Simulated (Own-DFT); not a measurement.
# How strain changes the stress of beta-Si3N4, 112 atoms (N64Si48)

Calculated results; nothing here was measured. The program, named Own-DFT, is a retired in-house plane-wave density functional code that no person has reviewed. Each row is one single-point run on a periodic cell that was not relaxed, without spin or spin-orbit coupling.

Settings of every run: PBE; PseudoDojo norm-conserving scalar-relativistic files; cutoff 42 hartree; 2 x 2 x 4 k mesh centred on Gamma; Fermi-Dirac smearing of 0.1 eV.

Known limits, some of them of some rows only: some atoms lie very close together; forces on such cells moved up to 12 meV/angstrom on a denser k mesh; stress not checked against mesh or cutoff.

Unstrained cell vectors in Å: (15.212, 0.000, 0.000); (-7.606, 13.174, 0.000); (0.000, 0.000, 5.818). The unstrained cell has measured lattice constants (interpolated for alloys), not those of this functional. That, the random moves and any unrelaxed bonds set the pressure at no strain. Each run strains this cell uniformly, with the atoms carried along. Every atom was also moved at random, by a Gaussian of width 0.05 Å on each axis. Strain is the symmetric tensor, in per cent. Stress is positive in tension, and the pressure is minus a third of its trace.

| run | e_xx (%) | e_yy (%) | e_zz (%) | e_yz (%) | e_xz (%) | e_xy (%) | s_xx (GPa) | s_yy (GPa) | s_zz (GPa) | s_yz (GPa) | s_xz (GPa) | s_xy (GPa) | P (GPa) | E (meV/atom) |
|---|---|---|---|---|---|---|---|---|---|---|---|---|---|---|
| 1 | 1.26 | -1.35 | -1.96 | 0.40 | -1.20 | 1.13 | -4.31 | -14.66 | -30.28 | 4.90 | -5.45 | 5.76 | 16.42 | 89.4 |
| 2 | 0.74 | -1.03 | 1.68 | 1.39 | -0.05 | 0.72 | -2.15 | -8.91 | -3.51 | 4.78 | -0.18 | 3.47 | 4.86 | 26.7 |
| 3 | -0.66 | -1.29 | 0.53 | -1.39 | -1.03 | 1.45 | -13.34 | -16.13 | -8.32 | -5.41 | -2.99 | 6.98 | 12.60 | 32.0 |
| 4 | -0.58 | -0.28 | -1.37 | 1.39 | -0.94 | -1.47 | -13.75 | -9.64 | -20.92 | 3.13 | -3.59 | -6.34 | 14.77 | 29.5 |
| 5 | 1.26 | 0.44 | 1.15 | 1.09 | 1.53 | 0.90 | 0.12 | -0.85 | -3.02 | 3.39 | 4.60 | 1.78 | 1.25 | 28.2 |
| 6 | 1.07 | 1.48 | -0.59 | -1.61 | 1.63 | 0.22 | 0.17 | 0.53 | -12.59 | -6.39 | 4.43 | 2.16 | 3.96 | 18.7 |
| 7 | 0.12 | 0.85 | -1.38 | -0.89 | -1.33 | 1.94 | -7.39 | -2.58 | -22.53 | -2.60 | -6.33 | 8.24 | 10.84 | 56.3 |
| 8 | 0.87 | 0.24 | -0.94 | -0.80 | 1.54 | 0.73 | -4.17 | -5.03 | -17.72 | -3.11 | 6.67 | 3.66 | 8.97 | 35.5 |
| 9 | 0.76 | 0.83 | 0.42 | 0.44 | 1.84 | -0.80 | -2.07 | -1.46 | -6.62 | 1.70 | 5.10 | -2.56 | 3.38 | 9.0 |
| 10 | 1.01 | -1.48 | -0.94 | -1.60 | -1.03 | -0.16 | -4.67 | -17.50 | -15.48 | -5.84 | -3.27 | -1.76 | 12.55 | 32.5 |
| 11 | 1.13 | 1.69 | -1.45 | 1.60 | 0.77 | 1.73 | -0.41 | 0.18 | -18.19 | 8.18 | 2.06 | 7.05 | 6.14 | 31.7 |
| 12 | 0.21 | 1.58 | 1.67 | 1.35 | -1.87 | -0.04 | -1.68 | 1.99 | 0.42 | 4.56 | -7.23 | -0.29 | -0.24 | 7.3 |
| 13 | 0.91 | -0.08 | 1.41 | -0.14 | 0.28 | -1.07 | 0.09 | -6.30 | -0.19 | 0.00 | -0.18 | -3.13 | 2.13 | 0.0 |
| 14 | -1.08 | -1.41 | 0.45 | -0.57 | 0.35 | -0.47 | -14.78 | -16.69 | -8.67 | -1.85 | 1.57 | -2.02 | 13.38 | 9.7 |
| 15 | 0.82 | 0.90 | -1.14 | 1.62 | 0.51 | -1.05 | ? | ? | ? | ? | ? | ? | ? | ? |

E is the free energy for each atom above the lowest run shown.

## Worked fit

Each stress component was fitted by least squares to a constant and the strains of the runs shown, as fractions, with shears doubled. Shear strains stay in the fit of a normal stress only where such slopes are resolved. The slopes, in GPa:

```
stress,at no strain,per e_xx,per e_yy,per e_zz,scatter
s_xx,-7.7,584 ± 29,132 ± 19,128 ± 17,0.78
s_yy,-7.5,125 ± 57,545 ± 37,95 ± 33,1.50
s_zz,-11.3,-11 ± 89,108 ± 58,695 ± 51,2.35
```

Each shear stress against twice its own strain: yz 192 ± 16, xz 185 ± 12, xy 204 ± 17 GPa. These are stiffnesses along x, y and z of the frame in which the cell vectors are given, which need not be the crystal's axes. The atoms are held to the strained lattice; where symmetry lets them move under strain, relaxing them would lower some slopes. The table should be nearly symmetric about its diagonal, and what it lacks of that shows the noise. A ninth of its sum, 267 ± 11 GPa, estimates the bulk modulus near the mean pressure of these runs, 7.9 GPa, so it lies above the value at zero pressure.

## Withheld run

Question: what normal stresses and pressure should run 15 give?

The fit gives s_xx = -3.2, s_yy = -2.7, s_zz = -18.3 and P = 8.1 GPa. The calculation gave -4.44, -2.81, -15.84 and P = 7.69 GPa.
